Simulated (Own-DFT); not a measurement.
# Strain and stress in diamond-structure GeSn with randomly placed atoms, 64 atoms (Ge60Sn4)

Calculated results; nothing here was measured. The program, named Own-DFT, is a retired in-house plane-wave density functional code that no person has reviewed. Each row is one single-point run on a periodic cell that was not relaxed, without spin or spin-orbit coupling.

Settings of every run: PBE; PseudoDojo norm-conserving scalar-relativistic files; cutoff 49 hartree; 3 x 3 x 3 k mesh centred on Gamma; Fermi-Dirac smearing of 0.1 eV.

Known limits: forces on such cells moved up to 12 meV/angstrom on a denser k mesh; stress not checked against mesh or cutoff.

Unstrained cell vectors in Å: (11.420, 0.000, 0.000); (0.000, 11.420, 0.000); (0.000, 0.000, 11.420). The unstrained cell has measured lattice constants (interpolated for alloys), not those of this functional. That, the random moves and any unrelaxed bonds set the pressure at no strain. Each run strains this cell uniformly, with the atoms carried along. Every atom was also moved at random, by a Gaussian of width 0.05 Å on each axis. The random placing of the alloy's atoms differs from row to row. Strain is the symmetric tensor, in per cent. Stress is positive in tension, and the pressure is minus a third of its trace.

```
run,e_xx (%),e_yy (%),e_zz (%),s_xx (GPa),s_yy (GPa),s_zz (GPa),P (GPa),E (meV/atom)
1,0.50,0.50,0.00,-3.88,-3.78,-4.16,3.94,13.6
2,-2.75,-2.75,0.00,-10.29,-10.32,-8.58,9.73,94.1
3,2.50,2.50,0.00,-0.84,-0.81,-2.27,1.31,0.0
4,-0.50,-0.50,0.00,-5.85,-5.83,-5.62,5.77,46.7
5,-1.25,-1.25,0.00,-7.51,-7.38,-6.58,7.16,70.1
6,-2.00,-2.00,0.00,-8.91,-8.88,-7.75,8.52,90.6
7,2.00,2.00,0.00,-1.77,-1.81,-2.86,2.15,17.0
8,3.00,3.00,0.00,-0.46,-0.51,-1.98,0.98,19.1
9,2.75,2.75,0.00,?,?,?,?,?
```

E is the free energy for each atom above the lowest run shown.

## Worked fit

The change of volume is close to e_xx + e_yy + e_zz. A straight line through the runs shown gives P = 5.27 - 77 x (fractional change of volume) GPa, with an error of 3 on the slope and a scatter of 0.33 GPa. The strain isn't the same on all axes, but the crystal is cubic, so the slope still estimates the bulk modulus, averaged over pressures from 1.0 to 9.7 GPa.

## Withheld run

Question: what pressure should run 9 give? Its volume changes by 5.58 %.

The line gives 1.0 GPa. The calculation gave 1.11 GPa.
